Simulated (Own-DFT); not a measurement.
# Biaxial strain at fixed height in diamond-structure GeSn with randomly placed atoms, 64 atoms (Ge60Sn4)

No measurement is shown. These are fixed-geometry runs of a retired plane-wave code named Own-DFT, which no person has reviewed; spin and spin-orbit coupling are neglected.

All runs used: PBE; PseudoDojo norm-conserving scalar-relativistic files; cutoff 49 hartree; 3 x 3 x 3 k mesh centred on Gamma; Fermi-Dirac smearing of 0.1 eV.

Limits: forces on such cells moved up to 12 meV/angstrom on a denser k mesh; stress not checked against mesh or cutoff.

Unstrained cell vectors in Å: (11.420, 0.000, 0.000); (0.000, 11.420, 0.000); (0.000, 0.000, 11.420). The unstrained cell has measured lattice constants (interpolated for alloys), not those of this functional. That, the random moves and any unrelaxed bonds set the pressure at no strain. Each run strains x and y alike by e, as a substrate would, and holds the height along z. All atoms carry random offsets, Gaussian with a width of 0.05 Å per axis. The random placing of the alloy's atoms differs from row to row. Stress is positive in tension.

| e (%) | u (Å) | (s_xx + s_yy)/2 (GPa) | s_zz (GPa) |
|---|---|---|---|
| -3.00 | 0.049 | -10.91 | -9.02 |
| -2.75 | 0.046 | -10.24 | -8.29 |
| -2.00 | 0.047 | -8.67 | -7.29 |
| -1.75 | 0.053 | -8.13 | -7.06 |
| -0.75 | 0.051 | ? | ? |
| -0.50 | 0.052 | -5.86 | -5.49 |
| 1.00 | 0.050 | -3.20 | -3.71 |
| 2.00 | 0.051 | -1.78 | -2.84 |
| 2.75 | 0.048 | -0.53 | -2.17 |
| 3.00 | 0.053 | -0.50 | -1.70 |

## What the rows give

With e as a fraction, the in-plane stress is -4.9 + 174 e - 797 e² GPa (errors 2 and 108, scatter 0.10), and s_zz is -4.9 + 116 e - 531 e² GPa (slope ± 2, scatter 0.14). At e = 0 the first slope is C11 + C12 and the second 2 C12, both with the ions held to the strained lattice and at the cell's own pressure. The term in e² is negative: the layer stiffens under compression and softens under tension. A free layer would change its height as e changes, and the in-plane slope would drop by 2 C12²/C11 to the biaxial modulus. At fixed height, a misfit of 1 % moves the in-plane stress by about 1.7 GPa and s_zz by 1.2 GPa.

## The run left out

The question: what are the two stresses at e = -0.75 %?

The fitted form gives -6.2 and -5.8 GPa. DFT gave -6.38 and -5.77 GPa.
